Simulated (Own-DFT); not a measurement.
# A change of arrangement and its cost: C34N2Si36, 72 atoms

Calculated results; nothing here was measured. The program, named Own-DFT, is a retired in-house plane-wave density functional code that no person has reviewed. Each row is one single-point run on a periodic cell that was not relaxed, without spin or spin-orbit coupling.

Settings of every run: PBE; PseudoDojo norm-conserving scalar-relativistic files; cutoff 42 hartree; 4 x 4 x 3 k mesh centred on Gamma; Fermi-Dirac smearing of 0.1 eV.

Known limits: not probed for a lower state with spin; forces on such cells passed a denser k mesh, each cell not checked; stress not checked against mesh or cutoff.

All cells hold the same atoms in the same cell, with vectors in Å (9.248, 0.000, 0.000); (-4.624, 8.009, 0.000); (0.000, 0.000, 10.068). Every atom was moved at random from its ideal site; u is the rms move along one axis. The defect's site can differ from row to row. E is the free energy of the cell above the lowest run. The arrangements:

- A: 4H SiC, with two N on a C site each, 3.1 Å apart
- B: 2H SiC, with two N on a C site each, 3.1 Å apart

```
arrangement   u (Å)  E (eV)  P (GPa)
          A  0.0289   0.000     2.59
          A  0.0294   0.293     2.65
          A  0.0295   0.117     2.68
          A  0.0483   3.940     3.79
          A  0.0514   4.654     4.07
          A  0.0527   5.533     4.48
          B  0.0276   1.018     2.89
          B  0.0299   1.366     2.96
          B  0.0303   1.191     2.92
          B  0.0462   4.529     4.04
          B  0.0500   5.815     4.42
          B  0.0530   6.778     4.64
```

Question: once the cost of the random moves is taken out, how do the arrangements rank?

## Worked answer

Fit E = a + b u², with one b for all and one a for each arrangement, and with residuals divided by u², since the noise grows with the moves. Then b = 2701 eV/Å², the scatter at u = 0.04 Å is 0.19 eV, and against A:

- B: 1.09 ± 0.08 eV (higher)

These are energies of unrelaxed cells. Relaxing the atoms lowers the strained arrangements most, so the gaps would shrink and small ones could change sign.
